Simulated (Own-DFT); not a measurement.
# Which arrangement is lower? As32Ga32, 64 atoms

No measurement is shown. These are fixed-geometry runs of a retired plane-wave code named Own-DFT, which no person has reviewed; spin and spin-orbit coupling are neglected.

Settings: PBE; PseudoDojo norm-conserving scalar-relativistic files; cutoff 42 hartree; 3 x 3 x 3 k mesh centred on Gamma; Fermi-Dirac smearing of 0.1 eV.

Caveats (not all hold for every row): not probed for a lower state with spin; forces on such cells failed a check on a denser k mesh; forces not confirmed at this smearing and k mesh; stress not checked against mesh or cutoff.

All cells hold the same atoms in the same cell, with vectors in Å (11.307, 0.000, 0.000); (0.000, 11.307, 0.000); (0.000, 0.000, 11.307). Atoms are randomly off their ideal sites, by an rms of u per axis. The defect's site can differ from row to row. E is the free energy of the whole cell, counted from the lowest run. The arrangements:

- A: zincblende GaAs
- B: zincblende GaAs, with one As on a Ga site and one Ga on an As site, 2.4 Å apart

```
arrangement,u (Å),E (eV),P (GPa)
A,0.0194,0.000,3.51
A,0.0197,0.043,3.51
A,0.0212,0.076,3.52
A,0.0488,2.261,3.98
A,0.0507,2.402,4.00
A,0.0531,2.563,4.04
B,0.0277,3.012,3.89
B,0.0314,3.247,3.96
B,0.0331,3.344,3.98
B,0.0492,4.766,4.29
B,0.0506,4.127,4.12
B,0.0519,5.224,4.42
```

Question: once the cost of the random moves is taken out, how do the arrangements rank?

## Worked answer

Fit E = a + b u², with one b for all and one a for each arrangement, and with residuals divided by u², since the noise grows with the moves. Then b = 1033 eV/Å², the scatter at u = 0.04 Å is 0.17 eV, and against A:

- B: 2.57 ± 0.07 eV (higher)

Unrelaxed energies often overstate such gaps, and a small one could reverse once the atoms move.
